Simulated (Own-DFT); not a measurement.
Simulation results for InGa$_{3}$P$_{4}$ (zincblende random alloy, strained, atoms displaced)

A calculation, not a measurement: plane-wave PBE density functional theory by an unreviewed code, no spin, of a simulated periodic cell, stress positive in tension, free energy of the whole cell less one offset for each atom, forces on such cells passed a denser k mesh, this cell's mesh not checked; offsets are fitted by least squares, one for each functional and potential file, so energies compare only between cells with the same atoms and settings and are not formation energies; the far tail of each file's local potential was reset to the Coulomb form; each entry is a single point on an unrelaxed cell, so the pressure reflects the starting lattice, mostly measured values, from which strain is counted, and rises with the displacements; printed positions are rounded, which can move forces by about a meV/angstrom; the program is a retired in-house code; no spin-orbit coupling; before rounding, a Quantum ESPRESSO 7.3.1 run of the same cell and cutoff gave forces within 1 meV/angstrom rms on each cell, which checks the program and not the settings. Program: Own-DFT development build.

Settings shared by all entries: functional PBE; potential files PseudoDojo norm-conserving, scalar-relativistic, standard set; wave cutoff 42 hartree; occupations Fermi-Dirac; smearing width 0.1 eV; k mesh 3 x 3 x 3 centred on Gamma.

(1) InGa$_{3}$P$_{4}$ (zincblende random alloy, strained, atoms displaced)

```
CELL_PARAMETERS angstrom
11.30660 0.00000 0.00000
0.00000 11.30660 0.00000
0.00000 0.00000 10.89400
ATOMIC_POSITIONS crystal
Ga 0.99664 0.00031 0.99749
Ga 0.99835 0.25367 0.24664
In 0.24682 0.99504 0.25091
Ga 0.25638 0.26088 0.99346
P 0.12068 0.12452 0.12461
P 0.12543 0.37347 0.37765
P 0.37340 0.12649 0.37276
P 0.37771 0.37276 0.11851
In 0.99867 0.00320 0.49856
Ga 0.99662 0.24825 0.75353
In 0.25226 0.99403 0.74447
Ga 0.26018 0.25444 0.50797
P 0.12204 0.12151 0.62340
P 0.12794 0.37267 0.87220
P 0.37808 0.12367 0.87499
P 0.38200 0.38246 0.62539
Ga 0.99321 0.50284 0.00579
Ga 0.00126 0.74680 0.25505
In 0.25237 0.50097 0.25508
Ga 0.24550 0.74376 0.99678
P 0.12529 0.62655 0.12329
P 0.12605 0.87617 0.37377
P 0.37994 0.62550 0.37710
P 0.37703 0.88069 0.12473
Ga 0.00853 0.50823 0.49760
Ga 0.99796 0.75125 0.74259
In 0.24380 0.49581 0.74475
Ga 0.24951 0.73532 0.50705
P 0.13619 0.63460 0.62787
P 0.12752 0.87820 0.87622
P 0.37629 0.63271 0.87379
P 0.37060 0.87372 0.61985
Ga 0.50460 0.00538 0.99588
In 0.49973 0.25109 0.25393
Ga 0.75088 0.99962 0.24438
Ga 0.74974 0.24650 0.99717
P 0.62555 0.12142 0.12633
P 0.62592 0.37003 0.37282
P 0.88046 0.13055 0.37601
P 0.87161 0.38663 0.11971
Ga 0.49874 0.99773 0.49723
Ga 0.50064 0.24969 0.75092
In 0.75034 0.99016 0.74709
Ga 0.74939 0.25690 0.49237
P 0.62826 0.11788 0.62744
P 0.61905 0.37408 0.87118
P 0.87361 0.12570 0.88105
P 0.87243 0.36587 0.62614
Ga 0.49903 0.50208 0.99648
Ga 0.49878 0.74740 0.25524
Ga 0.74646 0.50264 0.24938
Ga 0.75260 0.74866 0.00081
P 0.61824 0.62669 0.12321
P 0.62334 0.87100 0.37741
P 0.87514 0.62653 0.38394
P 0.86649 0.87691 0.12226
Ga 0.49790 0.49885 0.50157
Ga 0.50784 0.75879 0.74939
In 0.75316 0.50319 0.75610
Ga 0.74865 0.74795 0.50050
P 0.62435 0.63026 0.62939
P 0.62816 0.88133 0.87401
P 0.87803 0.62343 0.86668
P 0.87227 0.87851 0.62418
```

* free energy of cell above offsets: -29.736 eV
* pressure: 2.95 GPa
* stress xx: -2.37 GPa
* stress yy: -2.14 GPa
* stress zz: -4.35 GPa
* stress yz: 0.3 GPa
* stress xz: 0.62 GPa
* stress xy: -0.29 GPa

Force:
```csv
element,x (eV/Å),y (eV/Å),z (eV/Å)
Ga,0.231,-0.06,0.41
Ga,0.056,0.091,-0.162
In,0.31,1.011,-0.554
Ga,-0.457,-1.34,0.259
P,-0.282,1.187,-0.995
P,-0.542,-0.654,0.763
P,-0.237,-0.317,2.008
P,-0.06,0.847,-0.659
In,0.076,-0.726,-0.283
Ga,0.278,-0.334,-0.171
In,-0.225,1.089,0.575
Ga,-0.705,-0.497,-0.379
P,0.839,2.49,0.756
P,-1.867,-0.586,1.223
P,0.25,0.994,0.298
P,0.531,-1.583,-0.389
Ga,1.041,0.343,-0.905
Ga,-0.283,0.513,-0.4
In,-0.057,-0.377,-0.769
Ga,0.51,0.936,0.243
P,-0.969,0.325,-0.23
P,-0.518,-2.746,1.024
P,0.429,0.481,0.91
P,0.986,-1.603,-1.148
Ga,-0.299,-0.736,0.617
Ga,0.326,0.567,0.528
In,1.162,0.611,0.88
Ga,1.169,2.075,-1.676
P,-2.968,-0.396,-0.272
P,-1.522,-1.343,0.72
P,0.566,-0.075,0.082
P,1.771,-1.468,-1.101
Ga,-0.228,-0.394,0.401
In,-0.186,-0.539,-1.038
Ga,-0.155,0.176,0.875
Ga,-0.459,0.533,0.365
P,0.758,-0.094,-0.744
P,0.838,2.245,1.068
P,-1.86,0.802,-1.576
P,-0.408,-1.257,0.697
Ga,-0.024,0.261,0.182
Ga,0.094,-0.504,-0.334
In,0.52,1.842,0.753
Ga,0.21,-1.152,0.747
P,-1.319,1.802,-1.563
P,-0.111,-0.58,1.168
P,0.59,0.286,-0.288
P,1.048,0.585,-0.712
Ga,-0.221,-0.029,-0.117
Ga,0.022,0.764,-0.634
Ga,0.025,0.256,0.129
Ga,-0.425,-0.053,-0.352
P,0.591,-0.127,0.168
P,0.411,0.351,-0.376
P,-0.105,-0.236,-0.812
P,1.201,-0.548,0.234
Ga,1.031,0.507,-0.281
Ga,-0.811,-0.007,0.042
In,-0.966,-1.299,-1.278
Ga,-0.147,0.364,0.283
P,-0.603,0.075,-1.031
P,-1.442,-1.918,1.803
P,1.584,1.869,2.044
P,1.005,-2.701,-1.024
```

(2) InGa$_{3}$P$_{4}$ (zincblende random alloy, strained, atoms displaced)

```
CELL_PARAMETERS angstrom
11.30660 0.00000 0.00000
0.00000 11.30660 0.00000
0.00000 0.00000 10.93320
ATOMIC_POSITIONS crystal
Ga 0.00938 0.00297 0.00084
Ga 0.99296 0.25347 0.24335
Ga 0.24070 0.99364 0.25309
Ga 0.25015 0.24753 0.00004
P 0.12309 0.12699 0.12208
P 0.12632 0.37759 0.37768
P 0.38034 0.11571 0.37336
P 0.37220 0.37776 0.12362
Ga 0.99769 0.99906 0.49842
In 0.99863 0.24920 0.75451
Ga 0.24690 0.99782 0.74836
In 0.25255 0.24704 0.50811
P 0.12640 0.12938 0.63270
P 0.12461 0.37370 0.87783
P 0.37708 0.13360 0.87242
P 0.37747 0.37529 0.62183
Ga 0.00762 0.49497 0.99427
Ga 0.99959 0.74966 0.25534
In 0.25440 0.50464 0.25018
Ga 0.24939 0.75069 0.00774
P 0.12754 0.62192 0.12049
P 0.11942 0.87473 0.37910
P 0.37062 0.62338 0.37373
P 0.38185 0.87697 0.12321
Ga 0.00256 0.50173 0.48936
Ga 0.00211 0.75283 0.74540
Ga 0.23737 0.49430 0.75435
Ga 0.24407 0.75399 0.50429
P 0.12516 0.62228 0.62710
P 0.11798 0.87984 0.88158
P 0.37149 0.62544 0.87661
P 0.36812 0.87470 0.62309
Ga 0.49874 0.00682 0.99624
In 0.50535 0.25947 0.24640
Ga 0.75230 0.00353 0.24975
Ga 0.74819 0.24991 0.00078
P 0.62074 0.12375 0.12949
P 0.62926 0.37668 0.36729
P 0.87528 0.12794 0.37778
P 0.87796 0.37743 0.12896
Ga 0.49833 0.00122 0.49472
In 0.49886 0.24095 0.75879
Ga 0.74897 0.99791 0.74831
In 0.74818 0.25157 0.50023
P 0.62275 0.11866 0.62495
P 0.62525 0.37541 0.88258
P 0.86888 0.12500 0.87093
P 0.87654 0.37283 0.62983
Ga 0.49896 0.50244 0.99165
Ga 0.49393 0.74931 0.25400
In 0.74776 0.49820 0.25103
Ga 0.75112 0.74740 0.00318
P 0.62812 0.62793 0.13244
P 0.62507 0.87795 0.37147
P 0.87396 0.62727 0.37293
P 0.88087 0.87822 0.12232
Ga 0.50530 0.49859 0.50017
In 0.49626 0.75560 0.75670
Ga 0.75170 0.50471 0.75400
Ga 0.75014 0.75176 0.49466
P 0.61782 0.62419 0.62156
P 0.62495 0.87126 0.87938
P 0.88103 0.62614 0.87237
P 0.86977 0.87687 0.62565
```

* free energy of cell above offsets: -30.106 eV
* pressure: 2.61 GPa
* stress xx: -2.01 GPa
* stress yy: -2.06 GPa
* stress zz: -3.78 GPa
* stress yz: 0.04 GPa
* stress xz: 0.08 GPa
* stress xy: -0.34 GPa

Force:
```csv
element,x (eV/Å),y (eV/Å),z (eV/Å)
Ga,-1.493,0.313,-0.017
Ga,0.857,-0.338,0.896
Ga,0.906,0.364,-0.407
Ga,0.188,0.364,0.252
P,0.313,0.149,0.664
P,-1.232,-0.716,-0.581
P,-0.936,0.039,-0.535
P,0.277,-0.281,-1.943
Ga,-0.047,0.472,0.611
In,-0.161,0.048,0.083
Ga,-0.02,0.123,0.421
In,0.183,-0.279,-1.377
P,-0.4,-2.528,-0.474
P,0.976,0.005,0.758
P,-2.991,-3.146,2.328
P,0.479,1.7,1.074
Ga,-0.784,0.702,0.619
Ga,0,-0.045,-0.893
In,-1.088,-0.862,-0.374
Ga,0.176,0.269,-0.455
P,-1.393,1.162,-0.211
P,0.147,-0.24,-0.079
P,1.679,1.803,2.044
P,-0.951,0.052,0.214
Ga,-0.471,-0.028,0.973
Ga,-0.191,0.079,0.244
Ga,1.417,0.518,-0.447
Ga,0.262,-0.613,-0.2
P,-0.324,0.264,-0.347
P,1.203,-0.84,-0.893
P,-1.275,-0.931,0.506
P,-0.117,1.014,-0.573
Ga,0.216,-0.32,0.188
In,-1.45,-0.973,0.069
Ga,0.142,-0.295,-0.157
Ga,0.195,-0.227,0.406
P,1.474,-0.801,-1.396
P,-1.279,0.442,2.591
P,0.968,-0.97,-1.248
P,0.465,-0.667,-1.906
Ga,0.259,-0.689,0.559
In,1.886,2.399,-2.088
Ga,-0.341,-0.084,0.347
In,-0.165,0.015,0.602
P,0.023,-1.091,-0.135
P,0.824,0.783,-0.152
P,-0.569,-1.084,1.519
P,-0.325,2.378,-0.705
Ga,0.015,0.182,0.945
Ga,0.499,0.144,-0.124
In,1.069,0.889,-0.539
Ga,0.361,0.139,0.074
P,-1.591,0.849,-1.589
P,-0.031,-0.283,0.153
P,0.848,0.621,0.921
P,-0.273,-0.095,0.345
Ga,-0.552,-0.04,-0.395
In,-0.227,-0.558,-0.89
Ga,-0.211,-0.314,-0.386
Ga,-0.393,-0.058,0.349
P,1.482,-0.143,-0.112
P,1.208,1.564,0.839
P,-0.251,0.015,0.365
P,0.531,-0.324,-0.33
```
